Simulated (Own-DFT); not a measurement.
Simulation results for InAs (zincblende, strongly disordered by large displacements), GaP (zincblende, strongly disordered by large displacements)

All values are calculated (Own-DFT development build). A calculation, not a measurement: plane-wave PBE density functional theory by an unreviewed code, no spin, of a simulated periodic cell, stress positive in tension, free energy of the whole cell less one offset for each atom, forces on such cells passed a denser k mesh, this cell's mesh not checked; broken bonds can close the gap or carry spin, so checks made on this kind of crystal may not hold here; offsets are fitted by least squares, one for each functional and potential file, so energies compare only between cells with the same atoms and settings and are not formation energies; the far tail of each file's local potential was reset to the Coulomb form; each entry is a single point on an unrelaxed cell, so the pressure reflects the starting lattice, mostly measured values (interpolated for alloys), from which strain is counted, and rises with the displacements; printed positions are rounded, which can move forces by about a meV/angstrom; the program, named Own-DFT, is a retired in-house code; no spin-orbit coupling.

Settings shared by all entries: functional PBE; potential files PseudoDojo norm-conserving, scalar-relativistic, standard set; wave cutoff 42 hartree; occupations Fermi-Dirac; smearing width 0.1 eV; k mesh 3 x 3 x 3 centred on Gamma.

```json
{"entry": 1, "formula": "InAs", "kind": "zincblende, strongly disordered by large displacements", "structure": {"cell_angstrom": [[12.1166, 0.0, 0.0], [0.0, 12.1166, 0.0], [0.0, 0.0, 12.1166]], "atoms_fractional": [["In", 0.03378, 0.03702, 0.01796], ["In", 0.99592, 0.25294, 0.30628], ["In", 0.26056, 0.99146, 0.24382], ["In", 0.29788, 0.24791, 0.02799], ["As", 0.13359, 0.1467, 0.14779], ["As", 0.19103, 0.35074, 0.36484], ["As", 0.38917, 0.15167, 0.39234], ["As", 0.38645, 0.40195, 0.14869], ["In", 0.02388, 0.00632, 0.48827], ["In", 0.97384, 0.26612, 0.76255], ["In", 0.256, 0.0055, 0.7364], ["In", 0.23549, 0.22717, 0.48614], ["As", 0.1202, 0.12777, 0.61896], ["As", 0.05084, 0.377, 0.87974], ["As", 0.40617, 0.13008, 0.84109], ["As", 0.37981, 0.40038, 0.63311], ["In", 0.04524, 0.4759, 0.02539], ["In", 0.03432, 0.72719, 0.24861], ["In", 0.28762, 0.48079, 0.2843], ["In", 0.22684, 0.78235, 0.00152], ["As", 0.1226, 0.66327, 0.10691], ["As", 0.11812, 0.84525, 0.40579], ["As", 0.37404, 0.65471, 0.36181], ["As", 0.38163, 0.8315, 0.07439], ["In", 0.98334, 0.52633, 0.48434], ["In", 0.03898, 0.79324, 0.7554], ["In", 0.268, 0.47753, 0.78757], ["In", 0.25463, 0.77111, 0.49426], ["As", 0.16482, 0.66208, 0.59952], ["As", 0.12087, 0.90733, 0.89259], ["As", 0.40281, 0.61423, 0.85024], ["As", 0.37027, 0.85871, 0.6292], ["In", 0.5257, 0.96965, 0.04081], ["In", 0.5021, 0.28251, 0.26372], ["In", 0.73753, 0.02382, 0.2836], ["In", 0.78506, 0.26691, 0.0115], ["As", 0.63629, 0.12678, 0.11998], ["As", 0.60972, 0.40796, 0.37093], ["As", 0.87501, 0.12296, 0.35347], ["As", 0.92745, 0.35328, 0.07647], ["In", 0.49089, 0.94971, 0.5093], ["In", 0.50815, 0.22298, 0.73025], ["In", 0.69897, 0.95823, 0.73768], ["In", 0.74713, 0.24138, 0.51214], ["As", 0.6057, 0.11055, 0.63125], ["As", 0.65185, 0.37882, 0.93568], ["As", 0.88035, 0.08649, 0.89451], ["As", 0.87158, 0.40275, 0.64292], ["In", 0.50892, 0.51927, 0.00116], ["In", 0.49062, 0.74518, 0.21322], ["In", 0.74885, 0.52369, 0.27999], ["In", 0.74055, 0.75296, 0.98673], ["As", 0.63321, 0.60195, 0.10771], ["As", 0.59738, 0.89248, 0.37762], ["As", 0.89318, 0.62721, 0.32531], ["As", 0.88904, 0.89367, 0.14228], ["In", 0.44918, 0.53729, 0.49012], ["In", 0.51729, 0.73505, 0.7352], ["In", 0.72198, 0.52212, 0.81368], ["In", 0.78351, 0.71012, 0.52407], ["As", 0.60906, 0.6013, 0.64856], ["As", 0.60535, 0.9009, 0.89142], ["As", 0.87669, 0.59189, 0.86986], ["As", 0.85161, 0.83438, 0.66684]]}, "settings": {"hardware": "one NVIDIA H200"}, "results": {"free_energy_of_cell_above_offsets [eV]": "23.885", "pressure [GPa]": 13.84, "stress_xx [GPa]": -15.22, "stress_yy [GPa]": -12.24, "stress_zz [GPa]": -14.06, "stress_yz [GPa]": -0.36, "stress_xz [GPa]": 0.56, "stress_xy [GPa]": -3.71, "force_element": ["In", "In", "In", "In", "As", "As", "As", "As", "In", "In", "In", "In", "As", "As", "As", "As", "In", "In", "In", "In", "As", "As", "As", "As", "In", "In", "In", "In", "As", "As", "As", "As", "In", "In", "In", "In", "As", "As", "As", "As", "In", "In", "In", "In", "As", "As", "As", "As", "In", "In", "In", "In", "As", "As", "As", "As", "In", "In", "In", "In", "As", "As", "As", "As"], "force_x [eV/angstrom]": [-1.858, 3.451, 0.214, -0.632, 1.494, -6.495, 1.959, 1.762, -1.983, -2.574, -0.002, 1.376, -0.663, 5.472, -4.947, 0.405, 4.014, -1.343, -0.469, -2.459, 1.766, -4.268, -1.287, 3.585, 1.653, -0.908, -2.543, 7.471, -5.636, 1.27, -1.152, -0.136, -1.986, 0.421, -3.444, -2.774, -0.243, 1.022, 0.772, 0.48, -2.088, 0.207, 2.664, 0.275, 4.019, -3.644, -1.624, -1.134, -3.925, 2.581, -3.362, 1.518, 3.537, 4.245, 0.271, -0.383, 2.648, -1.66, -4.237, -1.503, 2.945, 0.611, 6.174, 1.08], "force_y [eV/angstrom]": [-0.409, 4.356, 0.143, -0.613, 1.033, 0.994, -2.83, -0.673, -0.169, -5.905, 0.426, -2.273, 0.474, 0.347, -3.891, -2.344, 9.921, 5.202, 5.751, -1.641, -5.603, 3.289, 2.147, 2.869, -0.986, -2.568, -0.583, 1.394, -6.525, 1.393, 0.81, -0.073, 3.323, -3.083, -3.419, -6.036, 1.473, 0.181, -0.8, -2.01, 4.58, 9.107, 1.622, 1.015, -3.508, -0.251, 1.586, 0.183, -2.635, -0.809, -2.59, 0.083, 3.63, -3.433, 1.138, -0.476, -2.384, 4.911, -2.075, -0.751, -3.2, -4.295, 4.23, 1.232], "force_z [eV/angstrom]": [1.017, -2.692, 0.556, -1.014, 1.133, -1.475, -1.08, -5.207, -0.288, -3.924, 0.707, 5.397, 2.06, -2.19, 6.271, -0.878, 4.278, 2.567, -0.039, -3.796, -3.156, -4.75, -1.899, 2.379, 1.623, -1.859, -0.193, -2.396, 6.228, -1.528, 1.902, 3.038, 3.269, -1.037, -3.083, -1.316, 1.131, 2.968, 4.642, 6.627, 2.466, -0.649, -1.661, 0.05, -4.973, -2.097, -1.722, -1.482, -2.031, 1.666, -2.437, 0.362, 3.859, -5.008, 2.989, -0.08, 2.633, 2.154, -3.143, -1.112, -3.871, -2.318, 2.372, 0.041], "wall_time [s]": 1235.0}}
{"entry": 2, "formula": "GaP", "kind": "zincblende, strongly disordered by large displacements", "structure": {"cell_angstrom": [[10.901, 0.0, 0.0], [0.0, 10.901, 0.0], [0.0, 0.0, 10.901]], "atoms_fractional": [["Ga", 0.9915, 0.06245, 0.99653], ["Ga", 0.01826, 0.21396, 0.27459], ["Ga", 0.25174, 0.00853, 0.24974], ["Ga", 0.25474, 0.2748, 0.99475], ["P", 0.08669, 0.09861, 0.15122], ["P", 0.09956, 0.3692, 0.42491], ["P", 0.43268, 0.13158, 0.42743], ["P", 0.36366, 0.34204, 0.12805], ["Ga", 0.99278, 0.9932, 0.47119], ["Ga", 0.01529, 0.26588, 0.74832], ["Ga", 0.30246, 0.9655, 0.73433], ["Ga", 0.19226, 0.22402, 0.49292], ["P", 0.1337, 0.06771, 0.63446], ["P", 0.09333, 0.34863, 0.9143], ["P", 0.37607, 0.16513, 0.90787], ["P", 0.35018, 0.2934, 0.64633], ["Ga", 0.03331, 0.48215, 0.02497], ["Ga", 0.02758, 0.76861, 0.26788], ["Ga", 0.23091, 0.46721, 0.23106], ["Ga", 0.25418, 0.75917, 0.95406], ["P", 0.15611, 0.61743, 0.05522], ["P", 0.15821, 0.88502, 0.4191], ["P", 0.36548, 0.58414, 0.39185], ["P", 0.38124, 0.85288, 0.12727], ["Ga", 0.98327, 0.52562, 0.48199], ["Ga", 0.03556, 0.74958, 0.72522], ["Ga", 0.28901, 0.50138, 0.77307], ["Ga", 0.26115, 0.71752, 0.46683], ["P", 0.10525, 0.61282, 0.61482], ["P", 0.1754, 0.87409, 0.8333], ["P", 0.39902, 0.64189, 0.82259], ["P", 0.36786, 0.84778, 0.60815], ["Ga", 0.50999, 0.97075, 0.03894], ["Ga", 0.51133, 0.24829, 0.24757], ["Ga", 0.75855, 0.97001, 0.28157], ["Ga", 0.70611, 0.27103, 0.01371], ["P", 0.58498, 0.14662, 0.11444], ["P", 0.58845, 0.34513, 0.3853], ["P", 0.87318, 0.11523, 0.33375], ["P", 0.90309, 0.37325, 0.16078], ["Ga", 0.51336, 0.00139, 0.52891], ["Ga", 0.4975, 0.25939, 0.75641], ["Ga", 0.75489, 0.00234, 0.75057], ["Ga", 0.74089, 0.25517, 0.52381], ["P", 0.63393, 0.12491, 0.59602], ["P", 0.59787, 0.39362, 0.83518], ["P", 0.8703, 0.20613, 0.85188], ["P", 0.86661, 0.36035, 0.60542], ["Ga", 0.48465, 0.54592, 0.04044], ["Ga", 0.5076, 0.78464, 0.24422], ["Ga", 0.72915, 0.49706, 0.22837], ["Ga", 0.71998, 0.68306, 0.98072], ["P", 0.6096, 0.61798, 0.15328], ["P", 0.62593, 0.88918, 0.42314], ["P", 0.88725, 0.66747, 0.33402], ["P", 0.85044, 0.8792, 0.0915], ["Ga", 0.51619, 0.48212, 0.48809], ["Ga", 0.48862, 0.75322, 0.71018], ["Ga", 0.77745, 0.4891, 0.75178], ["Ga", 0.72185, 0.71394, 0.51135], ["P", 0.60525, 0.61866, 0.66524], ["P", 0.65966, 0.84738, 0.84701], ["P", 0.92052, 0.60762, 0.91066], ["P", 0.84404, 0.8407, 0.56876]]}, "settings": {"hardware": "one NVIDIA H100"}, "results": {"free_energy_of_cell_above_offsets [eV]": "24.284", "pressure [GPa]": 14.38, "stress_xx [GPa]": -15.52, "stress_yy [GPa]": -16.21, "stress_zz [GPa]": -11.4, "stress_yz [GPa]": -2.08, "stress_xz [GPa]": -0.28, "stress_xy [GPa]": -0.07, "force_element": ["Ga", "Ga", "Ga", "Ga", "P", "P", "P", "P", "Ga", "Ga", "Ga", "Ga", "P", "P", "P", "P", "Ga", "Ga", "Ga", "Ga", "P", "P", "P", "P", "Ga", "Ga", "Ga", "Ga", "P", "P", "P", "P", "Ga", "Ga", "Ga", "Ga", "P", "P", "P", "P", "Ga", "Ga", "Ga", "Ga", "P", "P", "P", "P", "Ga", "Ga", "Ga", "Ga", "P", "P", "P", "P", "Ga", "Ga", "Ga", "Ga", "P", "P", "P", "P"], "force_x [eV/angstrom]": [-3.456, 0.764, 0.986, -3.91, 5.843, -0.55, -4.711, 2.547, -1.701, 2.782, 0.823, 3.632, -1.524, 1.916, 3.377, -3.356, -5.015, 3.225, -0.001, 3.001, 2.475, 0.036, 1.906, -5.469, -2.536, -2.714, -3.627, -2.484, 3.795, -6.781, -0.779, 0.307, 1.577, -4.139, -0.903, 1.864, 2.819, 5.437, -2.721, -1.728, -3.147, 1.18, 1.182, -0.402, 0.187, 3.358, -3.773, 4.143, -4.719, 2.952, 4.162, 2.169, 0.965, 1.367, -4.352, 0.301, -1.781, 3.589, -0.062, -2.42, 4.398, -2.439, -2.803, 4.941], "force_y [eV/angstrom]": [-1.573, 7.041, -0.513, -0.695, -2.171, 1.719, 4.008, 3.279, -0.075, -0.419, 6.37, -3.712, 1.867, -1.806, -5.423, 2.905, -0.09, 2.928, 1.188, -2.29, 2.232, 0.246, -2.094, 0.833, 0.291, 2.434, -4.924, 1.476, -2.116, 1.42, -0.388, 0.458, 1.119, -0.498, -2.004, 1.643, -3.825, 0.697, 0.213, 0.155, -4.868, -3.978, 1.238, -0.124, -0.841, 3.258, -4.215, 4.127, -3.475, -1.81, -3.588, 1.387, 4.91, -3.523, -4.15, -0.184, 3.201, 4.924, 0.537, -2.987, -5.284, -0.183, 1.089, 4.635], "force_z [eV/angstrom]": [-4.391, 1.96, 0.967, -0.755, -0.485, -4.385, -4.127, 3.223, 1.481, -4.112, 1.34, 2.649, -0.674, -3.48, -2.973, -2.546, 2.586, -2.791, 1.222, 2.328, 4.278, -2.928, -3.563, -2.172, -0.596, 1.899, -2.474, 2.876, -0.554, 1.141, 7.577, -5.892, -2.855, 0.974, -2.628, -1.794, -2.403, 0.587, 4.594, -0.482, 1.949, -0.061, -1.334, -5.312, 6.356, 4.217, 3.606, 1.674, -4.784, 4.744, 3.074, -0.322, 1.059, -3.774, 2.241, 0.94, 3.868, 0.909, 1.127, -1.731, -3.726, 1.444, -2.579, 3.79], "wall_time [s]": 579.7}}
{"entry": 3, "formula": "GaP", "kind": "zincblende, strongly disordered by large displacements", "structure": {"cell_angstrom": [[10.901, 0.0, 0.0], [0.0, 10.901, 0.0], [0.0, 0.0, 10.901]], "atoms_fractional": [["Ga", 0.01877, 0.98152, 0.00077], ["Ga", 0.00771, 0.27866, 0.23432], ["Ga", 0.26015, 0.01541, 0.22996], ["Ga", 0.21129, 0.27721, 0.9908], ["P", 0.12986, 0.1298, 0.14634], ["P", 0.18967, 0.34289, 0.34437], ["P", 0.35879, 0.15744, 0.37932], ["P", 0.37612, 0.38374, 0.12855], ["Ga", 0.99501, 0.0139, 0.5136], ["Ga", 0.02702, 0.28474, 0.75404], ["Ga", 0.21637, 0.9727, 0.73637], ["Ga", 0.27978, 0.30925, 0.53381], ["P", 0.14573, 0.12914, 0.62397], ["P", 0.16489, 0.35847, 0.83931], ["P", 0.38114, 0.1075, 0.87718], ["P", 0.39431, 0.38485, 0.64782], ["Ga", 0.00732, 0.51382, 0.02814], ["Ga", 0.05345, 0.76285, 0.30049], ["Ga", 0.26708, 0.50306, 0.30277], ["Ga", 0.31894, 0.71537, 0.00534], ["P", 0.13925, 0.62442, 0.15741], ["P", 0.12376, 0.88892, 0.4062], ["P", 0.3568, 0.65266, 0.35628], ["P", 0.30967, 0.86965, 0.08984], ["Ga", 0.99895, 0.48117, 0.45182], ["Ga", 0.98271, 0.76088, 0.70579], ["Ga", 0.28727, 0.47553, 0.78815], ["Ga", 0.26093, 0.70228, 0.58067], ["P", 0.11874, 0.6408, 0.6702], ["P", 0.19606, 0.90804, 0.90196], ["P", 0.40139, 0.68507, 0.85327], ["P", 0.36085, 0.84891, 0.61512], ["Ga", 0.53717, 0.01427, 0.98835], ["Ga", 0.48027, 0.23439, 0.2752], ["Ga", 0.73513, 0.97481, 0.28152], ["Ga", 0.75014, 0.21484, 0.01507], ["P", 0.63225, 0.1152, 0.10004], ["P", 0.61844, 0.30279, 0.37784], ["P", 0.85484, 0.10914, 0.37985], ["P", 0.87666, 0.38226, 0.10282], ["Ga", 0.56875, 0.99811, 0.50155], ["Ga", 0.46853, 0.2362, 0.70921], ["Ga", 0.77172, 0.00666, 0.73556], ["Ga", 0.74978, 0.29435, 0.49903], ["P", 0.66752, 0.10791, 0.62258], ["P", 0.61336, 0.28463, 0.85341], ["P", 0.81792, 0.16883, 0.85742], ["P", 0.89628, 0.39299, 0.66523], ["Ga", 0.44594, 0.50315, 0.01505], ["Ga", 0.51072, 0.78501, 0.21542], ["Ga", 0.75963, 0.51394, 0.25882], ["Ga", 0.76799, 0.7821, 0.98934], ["P", 0.67898, 0.63513, 0.11071], ["P", 0.60127, 0.89287, 0.36055], ["P", 0.9494, 0.60998, 0.33794], ["P", 0.87411, 0.89706, 0.15434], ["Ga", 0.42709, 0.53084, 0.55277], ["Ga", 0.5045, 0.77386, 0.73708], ["Ga", 0.69045, 0.48302, 0.67492], ["Ga", 0.69091, 0.78157, 0.46269], ["P", 0.62152, 0.61603, 0.5771], ["P", 0.65231, 0.87018, 0.88507], ["P", 0.84508, 0.57327, 0.81556], ["P", 0.92747, 0.85959, 0.56716]]}, "settings": {"hardware": "one NVIDIA H100"}, "results": {"free_energy_of_cell_above_offsets [eV]": "41.392", "pressure [GPa]": 19.28, "stress_xx [GPa]": -16.08, "stress_yy [GPa]": -21.8, "stress_zz [GPa]": -19.97, "stress_yz [GPa]": 4.75, "stress_xz [GPa]": -1.94, "stress_xy [GPa]": -3.92, "force_element": ["Ga", "Ga", "Ga", "Ga", "P", "P", "P", "P", "Ga", "Ga", "Ga", "Ga", "P", "P", "P", "P", "Ga", "Ga", "Ga", "Ga", "P", "P", "P", "P", "Ga", "Ga", "Ga", "Ga", "P", "P", "P", "P", "Ga", "Ga", "Ga", "Ga", "P", "P", "P", "P", "Ga", "Ga", "Ga", "Ga", "P", "P", "P", "P", "Ga", "Ga", "Ga", "Ga", "P", "P", "P", "P", "Ga", "Ga", "Ga", "Ga", "P", "P", "P", "P"], "force_x [eV/angstrom]": [-0.405, -0.835, 1.09, 3.245, -2.472, -3.302, -4.029, -2.812, 2.525, -3.662, 2.112, -5.575, -1.134, -2.475, -0.756, 1.159, 0.484, -1.16, -0.152, -4.163, 0.809, 4.411, 3.011, 1.598, 2.037, -1.708, 3.719, 1.576, -1.268, -1.722, -0.839, 3.25, -4.179, 2.34, 5.423, 2.668, -2.037, -0.814, 1.68, -1.656, -4.239, 3.846, 2.403, 5.089, -2.694, 0.91, 3.941, -2.088, 3.75, -1.363, 0.388, 4.995, -2.673, -8.181, -4.969, 1.736, 1.736, 5.725, 2.8, 5.429, -2.734, -4.177, 1.26, -6.874], "force_y [eV/angstrom]": [0.869, -1.219, -1.513, -4.25, 1.762, -3.928, -4.379, -4.478, 7.44, -5.897, 1.972, -4.592, 1.721, 1.463, 0.72, 2.247, 1.183, -0.513, 0.62, -5.438, -0.181, 4.13, 4.058, 7.328, -4.765, -1.798, 7.28, -2.338, -6.48, -2.486, -7.175, 6.929, -3.68, 1.69, 4.854, 6.211, -0.463, 3.937, 2.585, -1.305, 3.018, -8.146, -4.167, -1.793, 4.556, 1.449, -0.545, 2.951, 4.378, -2.236, -0.959, -3.353, -0.024, -1.996, 1.04, -1.636, 7.006, 2.69, -5.024, -5.67, 5.183, 3.168, 0.765, -2.775], "force_z [eV/angstrom]": [0.817, 0.955, 3.108, 6.943, -3.439, 2.363, 4.17, 3.618, -2.555, -2.224, -5.33, -4.534, -0.363, 1.353, -0.731, 3.633, -1.729, -4.784, -3.911, 3.431, -1.444, 2.271, 2.561, 3.261, 5.3, 6.28, -0.404, -5.071, 2.045, 6.331, -1.523, 0.031, -4.323, -7.367, -4.756, 3.078, 10.43, -2.158, 0.493, 1.29, 3.675, 3.138, 3.083, 4.138, -1.814, 0.259, -6.476, -3.435, -4.292, -1.858, 0.279, 4.172, 0.09, -5.059, -2.95, -1.775, -5.204, -3.323, 4.994, 5.149, -3.008, -5.614, 0.445, -1.734], "wall_time [s]": 580.1}}
{"entry": 4, "formula": "InAs", "kind": "zincblende, strongly disordered by large displacements", "structure": {"cell_angstrom": [[12.1166, 0.0, 0.0], [0.0, 12.1166, 0.0], [0.0, 0.0, 12.1166]], "atoms_fractional": [["In", 0.98911, 0.03541, 0.01647], ["In", 0.00643, 0.25141, 0.24313], ["In", 0.25433, 0.00426, 0.23739], ["In", 0.25614, 0.24206, 0.02349], ["As", 0.15038, 0.14985, 0.13697], ["As", 0.1357, 0.3712, 0.35673], ["As", 0.36423, 0.14832, 0.3747], ["As", 0.33351, 0.38362, 0.1038], ["In", 0.00276, 0.00125, 0.52006], ["In", 0.9997, 0.26048, 0.73974], ["In", 0.2313, 0.96755, 0.76004], ["In", 0.23998, 0.24806, 0.51207], ["As", 0.13087, 0.12029, 0.64471], ["As", 0.14398, 0.36357, 0.87379], ["As", 0.3764, 0.10809, 0.90185], ["As", 0.38374, 0.37764, 0.63891], ["In", 0.98752, 0.46941, 0.00306], ["In", 0.9995, 0.77721, 0.25523], ["In", 0.28137, 0.48656, 0.23814], ["In", 0.258, 0.73869, 0.00804], ["As", 0.1224, 0.61163, 0.14145], ["As", 0.11867, 0.88508, 0.40178], ["As", 0.36499, 0.6362, 0.37488], ["As", 0.35597, 0.86158, 0.12015], ["In", 0.02583, 0.51059, 0.50717], ["In", 0.98323, 0.73724, 0.78503], ["In", 0.26428, 0.50524, 0.74234], ["In", 0.23677, 0.77705, 0.48387], ["As", 0.14403, 0.58859, 0.62293], ["As", 0.14346, 0.86643, 0.87511], ["As", 0.37709, 0.64256, 0.9078], ["As", 0.3837, 0.89778, 0.60725], ["In", 0.50258, 0.00508, 0.97528], ["In", 0.51565, 0.24911, 0.25195], ["In", 0.74099, 0.00498, 0.26302], ["In", 0.73266, 0.28184, 0.98283], ["As", 0.6398, 0.11899, 0.1186], ["As", 0.6259, 0.38506, 0.36136], ["As", 0.89035, 0.13064, 0.37665], ["As", 0.86776, 0.37163, 0.12589], ["In", 0.50947, 0.00505, 0.5012], ["In", 0.49315, 0.2533, 0.7775], ["In", 0.76717, 0.00502, 0.75088], ["In", 0.75683, 0.25761, 0.50498], ["As", 0.64204, 0.09058, 0.63765], ["As", 0.64138, 0.38028, 0.8529], ["As", 0.89067, 0.14186, 0.88462], ["As", 0.8627, 0.38678, 0.61776], ["In", 0.52537, 0.51443, 0.01026], ["In", 0.47541, 0.75692, 0.22694], ["In", 0.76167, 0.52524, 0.22254], ["In", 0.75005, 0.75041, 0.01226], ["As", 0.59664, 0.62211, 0.13401], ["As", 0.63015, 0.89391, 0.39523], ["As", 0.87942, 0.60076, 0.35096], ["As", 0.89764, 0.88789, 0.09948], ["In", 0.49632, 0.49951, 0.49747], ["In", 0.52257, 0.74058, 0.7518], ["In", 0.75147, 0.50367, 0.72367], ["In", 0.74838, 0.76305, 0.50135], ["As", 0.64251, 0.64313, 0.65529], ["As", 0.59971, 0.88128, 0.88814], ["As", 0.84863, 0.62815, 0.88587], ["As", 0.87328, 0.8955, 0.61527]]}, "settings": {"hardware": "one NVIDIA H200"}, "results": {"free_energy_of_cell_above_offsets [eV]": "-0.237", "pressure [GPa]": 9.28, "stress_xx [GPa]": -9.18, "stress_yy [GPa]": -9.48, "stress_zz [GPa]": -9.19, "stress_yz [GPa]": -0.73, "stress_xz [GPa]": -0.13, "stress_xy [GPa]": 1.62, "force_element": ["In", "In", "In", "In", "As", "As", "As", "As", "In", "In", "In", "In", "As", "As", "As", "As", "In", "In", "In", "In", "As", "As", "As", "As", "In", "In", "In", "In", "As", "As", "As", "As", "In", "In", "In", "In", "As", "As", "As", "As", "In", "In", "In", "In", "As", "As", "As", "As", "In", "In", "In", "In", "As", "As", "As", "As", "In", "In", "In", "In", "As", "As", "As", "As"], "force_x [eV/angstrom]": [3.368, -0.92, 0.326, 0.989, -4.737, -0.058, 1.315, 7.235, 0.969, 0.192, 4.678, -0.024, -0.107, -0.821, -5.122, 0.482, 2.34, 0.213, -2.74, -5.639, -0.395, -3.043, 0.548, 0.408, -3.521, 1.773, 1.569, 4.47, 0.296, -4.89, 3.904, -1.794, 1.388, -1.083, 1.85, 2.551, -0.984, 1.101, -0.543, -1.19, -1.218, -0.069, 1.403, -1.473, -2.506, -2.781, -2.13, 3.337, -3.691, 1.537, -2.363, -1.624, 4.269, -0.299, 2.231, -2.219, 0.322, -5.048, 0.931, 0.942, 0.857, 5.308, 0.45, -0.52], "force_y [eV/angstrom]": [0.749, 0.283, -0.507, -1.433, -4.062, 0.83, -1.487, 1.022, 2.706, 0.425, 4.398, 0.766, 0.16, 0.51, 4.207, -1.182, 2.083, -1.446, 4.409, 0.264, 0.646, 3.216, -0.432, 4.313, -3.046, 1.371, -0.727, -4.308, 5.797, -3.89, -3.64, -2.535, 0.255, -0.507, 0.279, -3.46, 0.864, 0.647, -0.257, -1.369, 2.939, -1.585, -1.056, -1.605, 4.288, 2.542, 1.114, -0.673, -4.774, -0.464, -1.691, 1.481, 3.649, -2.25, 3.271, -2.104, 0.642, 3.176, -0.163, -1.553, -0.855, -4.096, -2.747, -3.4], "force_z [eV/angstrom]": [-0.1, 0.803, 1.936, -6.887, 2.262, 1.653, -0.326, -2.551, -0.966, 0.505, -4.786, 0.039, -0.261, -0.171, -3.635, -1.092, -1.502, -0.231, 5.516, 1.586, -0.532, -4.71, 0.128, -0.348, -4.086, -1.876, 4.146, 3.576, 1.079, 5.087, -4.906, 2.174, 6.481, -0.913, -0.572, 3.174, -0.722, 0.796, 0.191, 0.672, -0.684, -0.845, 3.747, -1.17, -1.597, -1.092, -1.759, -0.828, -5.27, 3.556, -0.765, 0.495, 3.619, -2.715, 3.511, 2.455, 0.003, 2.722, 2.63, -0.218, -5.497, -2.787, -0.046, 1.906], "wall_time [s]": 1178.0}}
```
